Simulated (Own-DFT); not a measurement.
# Computed records: Ti$_{19}$Si$_{41}$ (C49 TiSi2 crystal with substituted atoms, atoms displaced)

A calculation, not a measurement: plane-wave density functional theory by an unreviewed code, no spin, of a simulated periodic cell, stress positive in tension, run twice, with PBE and with PBEsol, both on files made for PBE, so the change isn't that of files made for PBEsol, forces on such cells moved up to 12 meV/angstrom on a denser k mesh; the far tail of each file's local potential was reset to the Coulomb form; each entry is a single point on an unrelaxed cell, so the pressure reflects the starting lattice, taken from the Materials Project, from which strain is counted, and rises with the displacements; printed positions are rounded, which can move forces by about a meV/angstrom; the program, named Own-DFT, is a retired in-house code; no spin-orbit coupling; stress was not checked against mesh or cutoff. Program: Own-DFT development build.

```cif
# cell vector a (Å): 5.2953 -6.7593 3.5652
# cell vector b (Å): 7.0604 0.0000 -7.1303
# cell vector c (Å): 5.2953 6.7593 3.5652
data_Ti19Si41
_symmetry_space_group_name_H-M 'P 1'
_symmetry_Int_Tables_number 1
_cell_length_a 9.2973
_cell_length_b 10.0345
_cell_length_c 9.2973
_cell_angle_alpha 82.631
_cell_angle_beta 93.274
_cell_angle_gamma 82.631
_cell_volume 850.71
loop_
_atom_site_label
_atom_site_type_symbol
_atom_site_fract_x
_atom_site_fract_y
_atom_site_fract_z
_atom_site_occupancy
Ti1 Ti 0.94150 0.92676 0.14191 1
Ti2 Ti 0.84988 0.87667 0.64761 1
Si1 Si 0.62647 0.92462 0.49816 1
Si2 Si 0.19004 0.86482 0.31179 1
Si3 Si 0.90401 0.02541 0.38612 1
Si4 Si 0.90106 0.79200 0.38859 1
Ti3 Ti 0.94224 0.42610 0.15522 1
Ti4 Ti 0.85818 0.37671 0.66677 1
Si5 Si 0.60474 0.43897 0.48141 1
Si6 Si 0.20790 0.37230 0.30817 1
Si7 Si 0.90282 0.51932 0.40566 1
Si8 Si 0.90834 0.26619 0.39212 1
Ti5 Ti 0.73894 0.73604 0.94957 1
Ti6 Ti 0.66237 0.66461 0.43730 1
Si9 Si 0.39870 0.73139 0.30810 1
Si10 Si 0.99424 0.67402 0.11004 1
Si11 Si 0.69114 0.81488 0.21294 1
Si12 Si 0.70711 0.56519 0.19479 1
Ti7 Ti 0.55338 0.00932 0.75444 1
Ti8 Ti 0.44362 0.97565 0.24046 1
Si13 Si 0.20093 0.01784 0.10933 1
Si14 Si 0.79002 0.96884 0.90678 1
Si15 Si 0.48705 0.12563 0.99268 1
Si16 Si 0.50559 0.88026 0.99458 1
Ti9 Ti 0.75302 0.22715 0.95123 1
Ti10 Ti 0.64403 0.17811 0.44517 1
Si17 Si 0.39511 0.22279 0.30229 1
Si18 Si 0.98343 0.18065 0.09876 1
Si19 Si 0.70563 0.32590 0.20189 1
Si20 Si 0.70071 0.07769 0.20412 1
Ti11 Ti 0.54488 0.54038 0.74631 1
Ti12 Ti 0.45876 0.47689 0.25173 1
Si21 Si 0.21104 0.51973 0.09089 1
Si22 Si 0.79208 0.48555 0.92079 1
Si23 Si 0.51185 0.61795 0.00892 1
Si24 Si 0.49945 0.37406 0.99756 1
Ti13 Ti 0.34345 0.83532 0.55975 1
Ti14 Ti 0.26126 0.77712 0.05732 1
Si25 Si 0.00481 0.82671 0.89449 1
Si26 Si 0.59556 0.77992 0.69240 1
Si27 Si 0.30963 0.91856 0.81261 1
Si28 Si 0.29683 0.67892 0.79048 1
Ti15 Ti 0.33988 0.33557 0.55303 1
Ti16 Ti 0.22670 0.28543 0.05767 1
Si29 Si 0.00325 0.31629 0.89380 1
Si30 Si 0.58819 0.27964 0.71369 1
Si31 Si 0.30444 0.42511 0.79515 1
Si32 Si 0.28467 0.16417 0.80848 1
Si33 Si 0.14775 0.62235 0.34059 1
Ti17 Ti 0.04181 0.57692 0.83400 1
Si34 Si 0.81284 0.61052 0.70618 1
Si35 Si 0.38926 0.57668 0.50932 1
Si36 Si 0.09864 0.73495 0.60542 1
Si37 Si 0.10860 0.47282 0.59191 1
Ti18 Ti 0.15436 0.11564 0.35273 1
Ti19 Ti 0.04025 0.06886 0.84641 1
Si38 Si 0.80383 0.12281 0.69191 1
Si39 Si 0.39045 0.06843 0.51013 1
Si40 Si 0.11192 0.21346 0.59798 1
Si41 Si 0.10470 0.97418 0.58951 1
_calc_functional 'PBE, then PBEsol'
_calc_potential_files 'PseudoDojo norm-conserving, scalar-relativistic, standard set'
_calc_wave_cutoff 42  # hartree
_calc_occupations 'cold (Marzari-Vanderbilt)'
_calc_smearing_width 0.2  # eV
_calc_k_mesh '4 x 4 x 4 centred on Gamma'
_calc_PBE_pressure 5.29  # GPa
_calc_PBE_stress_xx -5.07  # GPa
_calc_PBE_stress_yy -4.24  # GPa
_calc_PBE_stress_zz -6.55  # GPa
_calc_PBE_stress_yz -0.13  # GPa
_calc_PBE_stress_xz -0.15  # GPa
_calc_PBE_stress_xy 0.22  # GPa
_calc_PBEsol_pressure 2.05  # GPa
_calc_PBEsol_stress_xx -1.74  # GPa
_calc_PBEsol_stress_yy -0.74  # GPa
_calc_PBEsol_stress_zz -3.67  # GPa
_calc_PBEsol_stress_yz -0.13  # GPa
_calc_PBEsol_stress_xz -0.15  # GPa
_calc_PBEsol_stress_xy 0.22  # GPa
_calc_rms_change_of_force_components_from_PBE_to_PBEsol 0.025  # eV/angstrom
```

Force:
```csv
force element,PBE force x (eV/Å),PBE force y (eV/Å),PBE force z (eV/Å),PBEsol force x (eV/Å),PBEsol force y (eV/Å),PBEsol force z (eV/Å)
Ti,0.706,0.624,0.421,0.711,0.604,0.416
Ti,0.323,-1.034,0.951,0.324,-0.997,0.94
Si,-1.656,-0.678,-2.2,-1.62,-0.727,-2.212
Si,-0.169,1.587,-0.781,-0.133,1.626,-0.82
Si,0.72,0.836,-0.059,0.732,0.817,-0.055
Si,-0.737,0.343,1.492,-0.75,0.355,1.495
Ti,0.475,-0.843,0.734,0.451,-0.852,0.734
Ti,-2.536,-1.252,-0.51,-2.502,-1.212,-0.514
Si,-0.034,0.296,2.865,-0.034,0.244,2.851
Si,-0.378,2.212,-2.181,-0.398,2.261,-2.169
Si,0.014,-0.11,0.022,-0.014,-0.077,-0.005
Si,0.79,0.796,-0.302,0.795,0.775,-0.306
Ti,-0.357,-0.58,1.445,-0.363,-0.6,1.435
Ti,2.004,1.224,-0.602,1.983,1.231,-0.604
Si,-0.158,-1.896,1.01,-0.138,-1.988,1.004
Si,-0.13,0.245,-0.199,-0.164,0.286,-0.235
Si,-0.115,-1.141,-1.178,-0.125,-1.121,-1.179
Si,0.94,0.491,-0.53,0.964,0.489,-0.516
Ti,0.926,0.53,-2.308,0.909,0.512,-2.275
Ti,1.445,-0.26,0.777,1.421,-0.225,0.768
Si,-0.472,-0.843,-1.762,-0.461,-0.886,-1.756
Si,0.596,0.358,-1.166,0.586,0.405,-1.16
Si,0.888,0.067,0.333,0.899,0.068,0.357
Si,0.039,0.959,0.908,0.043,0.94,0.929
Ti,-1.002,1.22,-0.486,-0.98,1.18,-0.475
Ti,0.669,-0.456,0.367,0.652,-0.444,0.372
Si,0.154,-2.179,1.112,0.144,-2.24,1.13
Si,0.495,0.878,2.042,0.491,0.927,2.039
Si,-0.824,0.471,0.077,-0.822,0.467,0.071
Si,-0.994,-0.054,-0.481,-1.014,-0.053,-0.485
Ti,-0.375,0.396,1.632,-0.375,0.378,1.63
Ti,-1.036,-0.318,-0.505,-1.021,-0.303,-0.496
Si,0.676,-0.472,-1.438,0.654,-0.529,-1.431
Si,-1.091,0.455,0.556,-1.076,0.493,0.577
Si,-0.434,0.291,-1.404,-0.433,0.291,-1.433
Si,0.038,0.175,0.055,0.054,0.171,0.064
Ti,-1.005,-0.807,1.097,-1.002,-0.806,1.089
Ti,-1.288,-0.18,-0.18,-1.261,-0.151,-0.195
Si,-0.401,-0.772,0.884,-0.395,-0.818,0.869
Si,-0.235,0.731,1.806,-0.229,0.801,1.818
Si,-0.849,0.375,-0.58,-0.869,0.366,-0.588
Si,0.5,0.599,0.816,0.511,0.581,0.831
Ti,-0.29,-0.799,2.249,-0.296,-0.812,2.224
Ti,-0.532,-2.872,1.992,-0.525,-2.821,1.993
Si,0.787,-0.897,-1.182,0.771,-0.941,-1.206
Si,-0.291,-0.528,-0.24,-0.282,-0.493,-0.249
Si,0.115,0.872,-0.026,0.098,0.855,-0.035
Si,0.807,-0.53,-0.494,0.803,-0.512,-0.51
Si,-0.142,0.413,0.302,-0.132,0.383,0.317
Ti,1.878,-0.348,1.767,1.854,-0.323,1.757
Si,-0.358,-0.399,-3.321,-0.361,-0.457,-3.315
Si,0.141,0.804,-0.623,0.16,0.857,-0.58
Si,-0.959,-0.157,0.212,-0.961,-0.127,0.214
Si,-0.001,0.864,-0.537,0.009,0.877,-0.498
Ti,-0.03,0.432,-1.118,-0.023,0.413,-1.103
Ti,1.221,-0.878,0.277,1.22,-0.84,0.263
Si,0.091,-0.158,-0.712,0.091,-0.202,-0.698
Si,1.116,-0.126,-0.006,1.094,-0.08,0.015
Si,0.03,0.856,-0.96,0.034,0.841,-0.978
Si,0.295,1.166,-0.128,0.303,1.144,-0.118
```
